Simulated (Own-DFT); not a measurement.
# How HSE06 shifts the pressure of monoclinic HfO2, 94 atoms (Hf32O62), with two O vacancies

All values are computed. Each geometry was run twice at fixed positions with Own-DFT, a retired in-house plane-wave program that no person has reviewed: with PBE, and with HSE06 (exact exchange share 0.25 at short range, screening 0.11 per bohr, Gygi-Baldereschi treatment of its divergence). Both used PseudoDojo norm-conserving files made for PBE, a cutoff of 48 hartree, the Gamma point alone, fixed occupations, a neutral cell and no spin. One k point on a cell 10.1 Å thick isn't converged, and results move with the size of the cell. The hafnium file keeps the 4f electrons in the core, and its forces lie about 75 meV/Å off all-electron values. The oxygen file's force components were 24 meV/Å off all-electron values in a glass.

Unstrained cell vectors in Å: (10.234, 0.000, 0.000); (0.000, 10.350, 0.000); (-1.696, 0.000, 10.445), volume V0 = 1106.4 Å³, from measured lattice constants. Each geometry has its own random strain of a few per cent, its own defect sites and random moves of rms u per axis. HSE06 gave the energy alone. D is its energy less that of PBE, over the lowest D shown. The PBE stress wasn't checked against mesh or cutoff.

| run | V - V0 (Å³) | u (Å) | P with PBE (GPa) | D (eV) |
|---|---|---|---|---|
| 1 | 5.6 | 0.0294 | 3.16 | 1.110 |
| 2 | -20.6 | 0.0475 | 10.43 | 0.697 |
| 3 | -35.5 | 0.0284 | 12.25 | 0.000 |
| 4 | -25.9 | 0.0302 | 9.45 | 0.322 |
| 5 | -17.3 | 0.0483 | 10.15 | 0.657 |
| 6 | -14.5 | 0.0479 | 7.83 | 0.771 |
| 7 | -35.9 | 0.0293 | 13.27 | 0.045 |
| 8 | -29.4 | 0.0333 | 10.18 | 0.272 |
| 9 | 29.1 | 0.0501 | -0.40 | 1.869 |
| 10 | 3.5 | 0.0495 | 5.32 | 1.210 |
| 11 | -17.3 | 0.0300 | 8.62 | 0.469 |
| 12 | 7.0 | 0.0288 | 3.01 | 1.046 |
| 13 | -7.4 | 0.0297 | 5.91 | 0.688 |
| 14 | 5.1 | 0.0478 | 4.73 | ? |

## Analysis

D = 0.78 + 0.0242 (V - V0) + 152 u² eV, with an error of 0.0008 on the volume slope, 19 on the last term and a scatter of 0.05 eV. Pressure is -dE/dV, and 1 eV/Å³ is 160.2 GPa, so HSE06 changes the pressure by -3.9 ± 0.1 GPa. With the ions held to the strained lattice, the PBE pressure falls by 241 ± 12 GPa per unit of volume strain; the shape of the strain isn't fitted, so the true error is larger, and a relaxed crystal would be softer. On that slope HSE06's volume at a given pressure is about 1.6 % smaller, or 0.5 % in lengths. At u = 0 and V0 the PBE pressure is 3.7 GPa, which puts the zero-pressure volume, against the measured cell and with the defects in, at +1.5 % for PBE and -0.1 % for HSE06, each good to a few tenths of a per cent.

## Test on the hidden row

The question: what D should run 14 give?

The fit gives 1.25 eV, with rows scattering by 0.05. Computed: 1.187 eV.
